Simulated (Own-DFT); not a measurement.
# How strain changes the stress of wurtzite AlGaN with randomly placed atoms, 72 atoms (Al27Ga9N36)

These are calculations, not measurements. They come from Own-DFT, an in-house plane-wave density functional program, since retired, whose code no person has reviewed. Each row is one single-point run on a periodic cell that was not relaxed, without spin or spin-orbit coupling.

Settings of every run: PBE; PseudoDojo norm-conserving scalar-relativistic files (stringent for Ga); cutoff 96 hartree; 4 x 4 x 3 k mesh centred on Gamma; Gaussian smearing of 0.01 eV.

Known limits: forces on such cells passed a denser k mesh, each cell not checked; stress not checked against mesh or cutoff.

Unstrained cell vectors in Å: (9.394, 0.000, 0.000); (-4.697, 8.135, 0.000); (0.000, 0.000, 10.065). The unstrained cell has measured lattice constants (interpolated for alloys), not those of this functional. That, the random moves and any unrelaxed bonds set the pressure at no strain. Each run strains this cell uniformly, with the atoms carried along. Every atom was also moved at random, by a Gaussian of width 0.05 Å on each axis. The random placing of the alloy's atoms differs from row to row. Strain is the symmetric tensor, in per cent. Stress is positive in tension, and the pressure is minus a third of its trace.

| run | e_xx (%) | e_yy (%) | e_zz (%) | s_xx (GPa) | s_yy (GPa) | s_zz (GPa) | P (GPa) | E (meV/atom) |
|---|---|---|---|---|---|---|---|---|
| 1 | 0.00 | 0.00 | -0.75 | -7.74 | -6.94 | -9.21 | 7.96 | 17.0 |
| 2 | 0.00 | 0.00 | 0.50 | -5.84 | -4.75 | -4.47 | 5.02 | 0.0 |
| 3 | 0.00 | 0.00 | -1.00 | -7.81 | -5.91 | -10.80 | 8.17 | 9.1 |
| 4 | 0.00 | 0.00 | -1.25 | -8.34 | -6.65 | -11.54 | 8.84 | 18.5 |
| 5 | 0.00 | 0.00 | 0.25 | -6.44 | -6.52 | -5.54 | 6.17 | 22.4 |
| 6 | 0.00 | 0.00 | -2.00 | -8.42 | -7.13 | -17.15 | 10.90 | 35.6 |
| 7 | 0.00 | 0.00 | 2.50 | -5.13 | -3.33 | 3.04 | 1.81 | 17.5 |
| 8 | 0.00 | 0.00 | 1.75 | -3.93 | -7.28 | 2.55 | 2.89 | 6.8 |
| 9 | 0.00 | 0.00 | -0.25 | ? | ? | ? | ? | ? |

E is the free energy for each atom above the lowest run shown.

## Worked fit

The change of volume is close to e_xx + e_yy + e_zz. A straight line through the runs shown gives P = 6.47 - 199 x (fractional change of volume) GPa, with an error of 8 on the slope and a scatter of 0.33 GPa. The strain isn't the same on all axes and the cell isn't cubic, so the slope belongs to this path and is not the bulk modulus.

## Withheld run

Question: what pressure should run 9 give? Its volume changes by -0.25 %.

The line gives 7.0 GPa. The calculation gave 7.32 GPa.
